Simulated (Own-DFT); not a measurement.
# Strain and stress in wurtzite AlN, 128 atoms (Al64N64)

These are calculations, not measurements. They come from Own-DFT, an in-house plane-wave density functional program, since retired, whose code no person has reviewed. Each row is one single-point run on a periodic cell that was not relaxed, without spin or spin-orbit coupling.

Settings of every run: PBE; PseudoDojo norm-conserving scalar-relativistic files; cutoff 42 hartree; 3 x 3 x 3 k mesh centred on Gamma; Gaussian smearing of 0.01 eV.

Known limits: k mesh not checked against a denser one; stress not checked against mesh or cutoff.

Unstrained cell vectors in Å: (12.448, 0.000, 0.000); (-6.224, 10.780, 0.000); (0.000, 0.000, 9.964). The unstrained cell has measured lattice constants (interpolated for alloys), not those of this functional. That, the random moves and any unrelaxed bonds set the pressure at no strain. Each run strains this cell uniformly, with the atoms carried along. Every atom was also moved at random, by a Gaussian of width 0.05 Å on each axis. Strain is the symmetric tensor, in per cent. Stress is positive in tension, and the pressure is minus a third of its trace.

```
run,e_xx (%),e_yy (%),e_zz (%),e_yz (%),e_xz (%),e_xy (%),s_xx (GPa),s_yy (GPa),s_zz (GPa),s_yz (GPa),s_xz (GPa),s_xy (GPa),P (GPa),E (meV/atom)
1,1.13,-1.21,1.06,1.63,-0.49,0.83,-0.77,-11.53,0.01,4.97,-0.65,2.72,4.10,20.9
2,1.99,1.80,1.75,2.00,1.26,-0.55,5.63,5.52,3.71,4.41,2.58,-1.88,-4.95,10.3
3,0.16,0.04,1.26,-1.67,0.51,0.01,-4.12,-5.37,0.20,-4.02,1.81,1.09,3.09,19.0
4,1.07,0.94,1.92,-1.67,-1.67,1.51,1.39,1.10,4.22,-3.88,-4.11,5.13,-2.23,0.0
5,1.72,-0.41,-1.89,-1.61,-0.18,-0.41,0.72,-7.31,-14.10,-4.17,-0.64,-1.02,6.89,25.7
6,1.91,-1.31,1.19,0.64,-1.54,1.20,2.17,-8.50,0.66,1.25,-4.10,3.28,1.89,1.5
7,-1.43,-0.54,-0.18,-0.13,-0.77,0.30,-13.61,-9.02,-9.29,-0.78,-1.17,0.37,10.64,27.3
8,-0.85,-0.79,0.83,-1.10,-1.28,-1.75,-10.55,-11.88,-0.94,-2.74,-3.39,-5.22,7.79,29.6
9,-0.15,0.78,0.25,-1.93,-1.42,-0.16,-5.75,-2.31,-4.99,-5.09,-4.03,0.11,4.35,28.9
10,1.65,-0.15,1.32,-0.61,0.73,-1.10,2.96,-4.28,1.28,-2.16,1.49,-4.14,0.01,4.8
11,0.86,-0.93,0.33,0.61,-0.99,0.88,-3.34,-8.52,-3.36,1.60,-2.73,2.61,5.08,14.0
12,-0.02,-1.99,-1.48,-1.56,-0.83,-1.14,-9.64,-19.81,-12.54,-5.56,-2.31,-4.77,14.00,46.4
13,-0.17,-0.51,0.93,-0.71,0.46,-1.30,-5.40,-9.23,-2.16,-2.16,0.63,-4.40,5.59,29.4
14,-0.75,-1.09,1.46,0.76,1.96,-1.02,-9.84,-12.22,0.86,1.55,5.66,-2.87,7.07,27.8
15,0.24,-1.08,-0.52,1.38,-0.47,1.77,-6.75,-11.40,-9.31,3.25,-2.00,5.87,9.16,39.3
16,-0.79,0.83,-0.70,-0.36,-0.32,-0.69,?,?,?,?,?,?,?,?
```

E is the free energy for each atom above the lowest run shown.

## Worked fit

Each stress component was fitted by least squares to a constant and the strains of the runs shown, as fractions, with shears doubled. Shear strains stay in the fit of a normal stress only where such slopes are resolved. The slopes, in GPa:

```
stress,at no strain,per e_xx,per e_yy,per e_zz,scatter
s_xx,-6.1,470 ± 15,100 ± 18,75 ± 16,0.59
s_yy,-6.4,124 ± 32,517 ± 39,63 ± 33,1.24
s_zz,-6.2,69 ± 20,-14 ± 24,497 ± 20,0.77
```

Each shear stress against twice its own strain: yz 124 ± 8, xz 136 ± 9, xy 173 ± 10 GPa. These are stiffnesses along x, y and z of the frame in which the cell vectors are given, which need not be the crystal's axes. The atoms are held to the strained lattice; where symmetry lets them move under strain, relaxing them would lower some slopes. The table should be nearly symmetric about its diagonal, and what it lacks of that shows the noise. A ninth of its sum, 211 ± 4 GPa, estimates the bulk modulus near the mean pressure of these runs, 4.8 GPa, so it lies above the value at zero pressure.

## Withheld run

Question: what normal stresses and pressure should run 16 give?

The fit gives s_xx = -9.5, s_yy = -3.5, s_zz = -10.3 and P = 7.8 GPa. The calculation gave -8.38, -4.90, -7.32 and P = 6.87 GPa. This run lies off the fit, by chance or by something that the fit leaves out.
